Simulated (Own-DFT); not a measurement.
## Calculated data, SiC (4H silicon carbide, atoms displaced)

Computed with Own-DFT development build. A calculation, not a measurement: plane-wave PBE density functional theory by an unreviewed code, no spin, of a simulated periodic cell, stress positive in tension, free energy of the whole cell less one offset for each atom, forces on such cells passed a denser k mesh, this cell's mesh not checked; offsets are fitted by least squares, one for each functional and potential file, so energies compare only between cells with the same atoms and settings and are not formation energies; the far tail of each file's local potential was reset to the Coulomb form; each entry is a single point on an unrelaxed cell, so the pressure reflects the starting lattice, mostly measured values (interpolated for alloys), from which strain is counted, and rises with the displacements; printed positions are rounded, which can move forces by about a meV/angstrom; the program, named Own-DFT, is a retired in-house code; no spin-orbit coupling.

Settings shared by all entries: functional PBE; potential files PseudoDojo norm-conserving, scalar-relativistic, standard set; wave cutoff 42 hartree; occupations Fermi-Dirac; smearing width 0.1 eV; hardware one NVIDIA H100; k mesh 4 x 4 x 3 centred on Gamma.

(1) 
```cif
# cell vector a (Å): 9.2481 0.0000 0.0000
# cell vector b (Å): -4.6241 8.0091 0.0000
# cell vector c (Å): 0.0000 0.0000 10.0681
data_SiC
_symmetry_space_group_name_H-M 'P 1'
_symmetry_Int_Tables_number 1
_cell_length_a 9.2481
_cell_length_b 9.2481
_cell_length_c 10.0681
_cell_angle_alpha 90.000
_cell_angle_beta 90.000
_cell_angle_gamma 120.000
_cell_volume 745.73
loop_
_atom_site_label
_atom_site_type_symbol
_atom_site_fract_x
_atom_site_fract_y
_atom_site_fract_z
_atom_site_occupancy
Si1 Si 0.00034 0.00199 0.40264 1
Si2 Si 0.11767 0.22938 0.15607 1
C1 C 0.00529 0.99772 0.09276 1
C2 C 0.11790 0.22196 0.34532 1
Si3 Si 0.00708 0.33850 0.40573 1
Si4 Si 0.11604 0.55849 0.15653 1
C3 C 0.00283 0.33738 0.09520 1
C4 C 0.11682 0.55757 0.34251 1
Si5 Si 0.00060 0.66196 0.40671 1
Si6 Si 0.10483 0.88885 0.15737 1
C5 C 0.99907 0.66778 0.08767 1
C6 C 0.10803 0.88795 0.34281 1
Si7 Si 0.33049 0.00125 0.40906 1
Si8 Si 0.44331 0.22205 0.15551 1
C7 C 0.33458 0.00474 0.09261 1
C8 C 0.44727 0.22618 0.34546 1
Si9 Si 0.33630 0.33398 0.40525 1
Si10 Si 0.44223 0.55497 0.15200 1
C9 C 0.33407 0.33341 0.09532 1
C10 C 0.43950 0.55122 0.34445 1
Si11 Si 0.33296 0.66715 0.40440 1
Si12 Si 0.44141 0.88694 0.15345 1
C11 C 0.32722 0.66095 0.09313 1
C12 C 0.44769 0.88765 0.34599 1
Si13 Si 0.66991 0.99615 0.40382 1
Si14 Si 0.77859 0.22387 0.16164 1
C13 C 0.66442 0.00134 0.09052 1
C14 C 0.77610 0.22252 0.34510 1
Si15 Si 0.66565 0.32734 0.40307 1
Si16 Si 0.78208 0.55399 0.15395 1
C15 C 0.67152 0.33762 0.09439 1
C16 C 0.77766 0.55178 0.34601 1
Si17 Si 0.66308 0.66064 0.40913 1
Si18 Si 0.77502 0.88285 0.15284 1
C17 C 0.66239 0.66176 0.09445 1
C18 C 0.78033 0.89227 0.34052 1
Si19 Si 0.99598 0.99181 0.90599 1
Si20 Si 0.89022 0.77587 0.65586 1
C19 C 0.99461 0.99542 0.59511 1
C20 C 0.89178 0.77607 0.84671 1
Si21 Si 0.00283 0.66981 0.90908 1
Si22 Si 0.88824 0.44919 0.65667 1
C21 C 0.00405 0.66793 0.59492 1
C22 C 0.88680 0.43854 0.84477 1
Si23 Si 0.00271 0.33211 0.90612 1
Si24 Si 0.89447 0.10776 0.65972 1
C23 C 0.99521 0.32979 0.59379 1
C24 C 0.88653 0.10565 0.84736 1
Si25 Si 0.66319 0.00185 0.90452 1
Si26 Si 0.56170 0.77950 0.66166 1
C25 C 0.66396 0.99452 0.59402 1
C26 C 0.55373 0.78140 0.84200 1
Si27 Si 0.66551 0.66659 0.90486 1
Si28 Si 0.56114 0.45200 0.66242 1
C27 C 0.67116 0.67096 0.59324 1
C28 C 0.55499 0.44141 0.84736 1
Si29 Si 0.66304 0.33041 0.91023 1
Si30 Si 0.55467 0.11614 0.65564 1
C29 C 0.66682 0.33812 0.59215 1
C30 C 0.54785 0.10635 0.84178 1
Si31 Si 0.33003 0.00004 0.90381 1
Si32 Si 0.21476 0.76684 0.65479 1
C31 C 0.34318 0.99628 0.59038 1
C32 C 0.21919 0.77829 0.84436 1
Si33 Si 0.33868 0.66674 0.90738 1
Si34 Si 0.22132 0.44268 0.65293 1
C33 C 0.33191 0.67298 0.59472 1
C34 C 0.21999 0.44105 0.83966 1
Si35 Si 0.33719 0.34184 0.90141 1
Si36 Si 0.22847 0.11228 0.65314 1
C35 C 0.33345 0.33954 0.58967 1
C36 C 0.22562 0.11493 0.84062 1
_calc_free_energy_of_cell_above_offsets '-10.685'  # eV
_calc_pressure 3.7  # GPa
_calc_stress_xx -3.87  # GPa
_calc_stress_yy -2.72  # GPa
_calc_stress_zz -4.52  # GPa
_calc_stress_yz -0.04  # GPa
_calc_stress_xz 0.23  # GPa
_calc_stress_xy -0.03  # GPa
_calc_wall_time 346.4  # s
```

Force:
```tsv
element	x (eV/Å)	y (eV/Å)	z (eV/Å)
Si	-0.048	-0.526	0.826
Si	-0.493	-1.369	0.041
C	-2.015	0.873	-0.11
C	-1.091	0.333	-0.412
Si	-0.414	-1.229	0.239
Si	-1.476	-0.514	-0.352
C	0.03	-0.492	0.017
C	-0.823	-0.115	0.094
Si	-0.51	0.716	-0.254
Si	1.932	-0.192	-0.303
C	0.692	0.079	2.159
C	0.455	-0.342	0.654
Si	1.074	-0.314	-1.215
Si	0.51	0.4	0.369
C	-0.238	-1.094	0.073
C	-0.129	-1.02	-0.487
Si	-0.015	0.136	0.188
Si	0.286	-0.27	1.333
C	0.126	0.462	-1.219
C	0.495	0.913	-0.43
Si	0.775	0.46	0.915
Si	0.097	0.536	0.706
C	1.098	1.204	-0.436
C	-0.909	0.306	-1.016
Si	-0.895	0.488	0.914
Si	0.218	-0.309	-1.297
C	0.46	-0.294	0.49
C	1.401	-0.319	0.202
Si	-0.526	1.084	0.943
Si	-0.885	0.487	0.706
C	-0.466	-1.092	0.253
C	0.118	0.234	-0.486
Si	0.051	0.844	-1.2
Si	-0.098	1.154	0.088
C	0.455	0.307	-0.613
C	0.36	-1.289	0.11
Si	0.597	1.743	0.05
Si	0.112	0.494	0.303
C	1.782	0.451	-0.803
C	-0.922	-0.656	-0.866
Si	0.2	-1.362	-1.307
Si	0.558	-1.424	0.208
C	-1.201	-0.534	-0.758
C	-0.353	0.867	0.181
Si	-0.631	-0.39	0.103
Si	-1.991	0.22	-0.478
C	0.417	0.573	-0.046
C	0.121	0.423	-0.106
Si	0.31	0.245	0.097
Si	-1.572	0.064	-1.895
C	0.584	1.355	0.142
C	1.138	-0.698	1.264
Si	0.292	0.176	0.501
Si	-0.503	-1.034	-1.585
C	-0.154	-0.61	0.877
C	0.102	1.175	-0.332
Si	0.937	-0.289	-0.732
Si	1.622	-0.57	-0.211
C	0.046	-0.137	0.257
C	0.495	1.019	0.428
Si	-0.095	-0.004	0.268
Si	0.923	2.469	1.041
C	-2.561	-0.04	0.727
C	0.854	-0.406	-0.028
Si	-1.883	-0.326	-0.858
Si	-0.778	0.768	-0.164
C	1.78	-1.755	-0.364
C	0.244	1.058	0.55
Si	-0.299	-2.003	0.975
Si	-0.462	-0.239	-0.13
C	1.293	-0.663	0.863
C	-0.602	-0.199	0.337
```

(2) 
```cif
# cell vector a (Å): 9.2481 0.0000 0.0000
# cell vector b (Å): -4.6241 8.0091 0.0000
# cell vector c (Å): 0.0000 0.0000 10.0681
data_SiC
_symmetry_space_group_name_H-M 'P 1'
_symmetry_Int_Tables_number 1
_cell_length_a 9.2481
_cell_length_b 9.2481
_cell_length_c 10.0681
_cell_angle_alpha 90.000
_cell_angle_beta 90.000
_cell_angle_gamma 120.000
_cell_volume 745.73
loop_
_atom_site_label
_atom_site_type_symbol
_atom_site_fract_x
_atom_site_fract_y
_atom_site_fract_z
_atom_site_occupancy
Si1 Si 0.99667 0.00194 0.40788 1
Si2 Si 0.11352 0.22156 0.15326 1
C1 C 0.99723 0.99938 0.09096 1
C2 C 0.11543 0.22321 0.34309 1
Si3 Si 0.00161 0.33181 0.40700 1
Si4 Si 0.10951 0.55487 0.15952 1
C3 C 0.99809 0.33519 0.09293 1
C4 C 0.11351 0.55980 0.33937 1
Si5 Si 0.00311 0.66210 0.40797 1
Si6 Si 0.11045 0.88487 0.15426 1
C5 C 0.00291 0.67117 0.09950 1
C6 C 0.10576 0.89087 0.34274 1
Si7 Si 0.33372 0.99648 0.40125 1
Si8 Si 0.44995 0.22945 0.16187 1
C7 C 0.33222 0.00214 0.08974 1
C8 C 0.44564 0.21670 0.34371 1
Si9 Si 0.33930 0.33724 0.39983 1
Si10 Si 0.44837 0.55915 0.15224 1
C9 C 0.33602 0.33707 0.09607 1
C10 C 0.44725 0.55178 0.34527 1
Si11 Si 0.33827 0.67321 0.40809 1
Si12 Si 0.44470 0.89398 0.15983 1
C11 C 0.33741 0.66542 0.09440 1
C12 C 0.43984 0.88487 0.34638 1
Si13 Si 0.66014 0.99803 0.40345 1
Si14 Si 0.77576 0.21022 0.15793 1
C13 C 0.66301 0.99864 0.08501 1
C14 C 0.77357 0.22682 0.34648 1
Si15 Si 0.67585 0.33851 0.40638 1
Si16 Si 0.78148 0.56295 0.15618 1
C15 C 0.67145 0.33263 0.09434 1
C16 C 0.77290 0.56056 0.34424 1
Si17 Si 0.66893 0.66883 0.40100 1
Si18 Si 0.77708 0.88534 0.15902 1
C17 C 0.66982 0.67181 0.09330 1
C18 C 0.78147 0.89323 0.34798 1
Si19 Si 0.00460 0.00130 0.90604 1
Si20 Si 0.88610 0.78191 0.65579 1
C19 C 0.00776 0.00256 0.59560 1
C20 C 0.88996 0.77818 0.84399 1
Si21 Si 0.99912 0.67214 0.90927 1
Si22 Si 0.88955 0.44375 0.66014 1
C21 C 0.99721 0.66943 0.59391 1
C22 C 0.88957 0.43936 0.84649 1
Si23 Si 0.99958 0.33489 0.90620 1
Si24 Si 0.88925 0.10629 0.65900 1
C23 C 0.00130 0.33313 0.59689 1
C24 C 0.89242 0.10836 0.84511 1
Si25 Si 0.67067 0.99916 0.90420 1
Si26 Si 0.55677 0.78179 0.65292 1
C25 C 0.66306 0.00232 0.59584 1
C26 C 0.55757 0.77995 0.84650 1
Si27 Si 0.66667 0.66106 0.90438 1
Si28 Si 0.55247 0.44207 0.65611 1
C27 C 0.66797 0.66876 0.59240 1
C28 C 0.55494 0.44814 0.84710 1
Si29 Si 0.66463 0.33095 0.90955 1
Si30 Si 0.55399 0.10483 0.65292 1
C29 C 0.66844 0.33200 0.58865 1
C30 C 0.55753 0.11097 0.83916 1
Si31 Si 0.33003 0.99585 0.91380 1
Si32 Si 0.21944 0.77126 0.65188 1
C31 C 0.32679 0.99649 0.59975 1
C32 C 0.22566 0.78026 0.84415 1
Si33 Si 0.32931 0.66360 0.90584 1
Si34 Si 0.22242 0.44225 0.65821 1
C33 C 0.32601 0.67310 0.59034 1
C34 C 0.21475 0.43987 0.84077 1
Si35 Si 0.33326 0.33238 0.90673 1
Si36 Si 0.23153 0.11740 0.65843 1
C35 C 0.32549 0.32329 0.59421 1
C36 C 0.22056 0.10820 0.84106 1
_calc_free_energy_of_cell_above_offsets '-9.896'  # eV
_calc_pressure 3.91  # GPa
_calc_stress_xx -3.27  # GPa
_calc_stress_yy -3.52  # GPa
_calc_stress_zz -4.94  # GPa
_calc_stress_yz -0.28  # GPa
_calc_stress_xz 0.64  # GPa
_calc_stress_xy 0.82  # GPa
_calc_wall_time 353.8  # s
```

Force:
```tsv
element	x (eV/Å)	y (eV/Å)	z (eV/Å)
Si	1.603	0.458	0.331
Si	-0.724	0.246	0.397
C	0.697	-0.097	0.562
C	-0.651	0.032	-0.174
Si	-0.087	0.395	0.034
Si	0.627	0.096	-1.393
C	0.71	-0.6	0.439
C	0.643	-0.873	1.756
Si	-1.791	1.295	-0.367
Si	-0.686	1.775	0.854
C	0.042	-1.029	-1.315
C	1.166	-0.613	0.129
Si	-1.959	0.429	1.837
Si	0.201	-0.75	-1.492
C	0.241	0.209	2.588
C	0.13	1.052	0.566
Si	-0.114	-1.789	1.445
Si	-0.08	-0.324	0.917
C	0.259	-0.308	-0.575
C	-0.854	1.831	-0.644
Si	-0.178	-2.308	-0.701
Si	0.213	-1.002	-1.667
C	-1.37	0.555	0.124
C	0.704	0.916	-0.965
Si	0.839	0.994	1.208
Si	-0.591	1.997	-0.543
C	0.603	-0.549	2.635
C	2.304	-1.513	-0.811
Si	-2.324	0.233	-0.167
Si	0.096	-1.275	0.251
C	-0.531	0.372	0.586
C	2.254	-0.745	-0.394
Si	-0.558	0.16	1.621
Si	-0.357	1.347	-0.825
C	0.235	-0.947	-0.223
C	-1.416	-0.328	-0.917
Si	-0.682	-0.393	-0.204
Si	1.11	-0.282	0.031
C	-1.114	-0.068	-0.25
C	-0.395	-0.029	0.017
Si	1.33	-1.107	-0.525
Si	-0.327	0.124	-0.617
C	0.391	-0.924	0.193
C	-1.367	1.364	0.081
Si	0.119	-1.059	0.21
Si	-0.122	0.776	-0.442
C	-0.157	-0.253	-0.595
C	-0.469	0.435	0.09
Si	-0.773	0.358	-0.885
Si	-0.369	-0.655	0.955
C	1.769	-0.736	-1.352
C	-0.022	-1.144	-0.89
Si	-0.657	2.08	0.316
Si	0.472	0.136	-0.355
C	-0.803	-0.34	-0.267
C	0.524	-1.463	-0.701
Si	0.438	-0.219	-0.795
Si	-1.568	1.302	0.697
C	-0.379	0.087	1.414
C	-0.365	-0.119	1.242
Si	0.873	0.89	-3.169
Si	-2.181	1.925	1.771
C	1.387	0.057	-1.914
C	-0.709	-0.93	0.154
Si	0.578	0.502	0.008
Si	-0.429	0.238	-1.043
C	3.175	-1.859	0.26
C	1.302	0.739	1.08
Si	-0.454	-0.179	-0.035
Si	-0.869	-2.254	-0.142
C	0.724	2.957	-0.925
C	0.727	0.696	1.481
```
